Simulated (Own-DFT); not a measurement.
# From a pressure shift to a lattice shift: C40 NbSi2, 36 atoms (Nb12Si24)

Source: density functional calculations with Own-DFT, an unreviewed in-house program that is no longer used. Nothing was measured or relaxed, and spin and spin-orbit coupling are left out.

Limits: forces on such cells failed a check on a denser k mesh; stress not checked against mesh or cutoff.

Each geometry was run with PBE and with PBEsol, otherwise alike: PseudoDojo norm-conserving scalar-relativistic files made for PBE; cutoff 42 hartree; 4 x 4 x 5 k mesh centred on Gamma; cold (Marzari-Vanderbilt) smearing of 0.2 eV. Unstrained cell vectors in Å: (0.000, 8.324, 0.000); (-9.613, 0.000, 0.000); (0.000, 0.000, 6.586). Each has a uniform strain, of which the change of volume is shown, and random moves of rms u per axis.

```
run,volume change (%),u (Å),P with PBE (GPa),P with PBEsol (GPa)
1,1.17,0.0480,0.65,-2.95
2,5.18,0.0539,-5.26,-8.70
3,-2.11,0.0466,7.31,3.57
4,-2.00,0.0480,6.49,2.75
5,-0.51,0.0498,3.37,-0.30
6,0.78,0.0514,2.23,-1.39
7,-1.77,0.0465,5.50,1.77
8,1.67,0.0431,-0.40,-3.98
9,-0.95,0.0535,5.94,2.24
10,1.09,0.0530,1.45,-2.16
11,0.06,0.0497,2.55,?
```

Q: by how much does PBEsol shrink this cell, and what belongs in the blank?

## Worked answer

Write v for the change of volume as a fraction. Fitted to v and u², the PBE pressure has a slope of -179 ± 8 GPa in v, with the ions held to the strained lattice. The difference PBEsol less PBE is -3.65 + 4.2 v GPa (slope ± 0.1) and averages -3.64 GPa. Divided by the mean slope of the two, 176 GPa, that makes PBEsol's volume at a given pressure, near 1 GPa, about 2.1 % smaller, or 0.69 % in lengths. At one volume PBEsol's slope is the smaller by 4 GPa, but its pressure there is lower too. If stiffness rises by about 4 GPa for each GPa, PBEsol at equal pressure is stiffer by about 10 GPa. Files made for PBEsol would give a different shift.

For run 11 the line gives -1.10 GPa. The calculation gave -1.11 GPa.
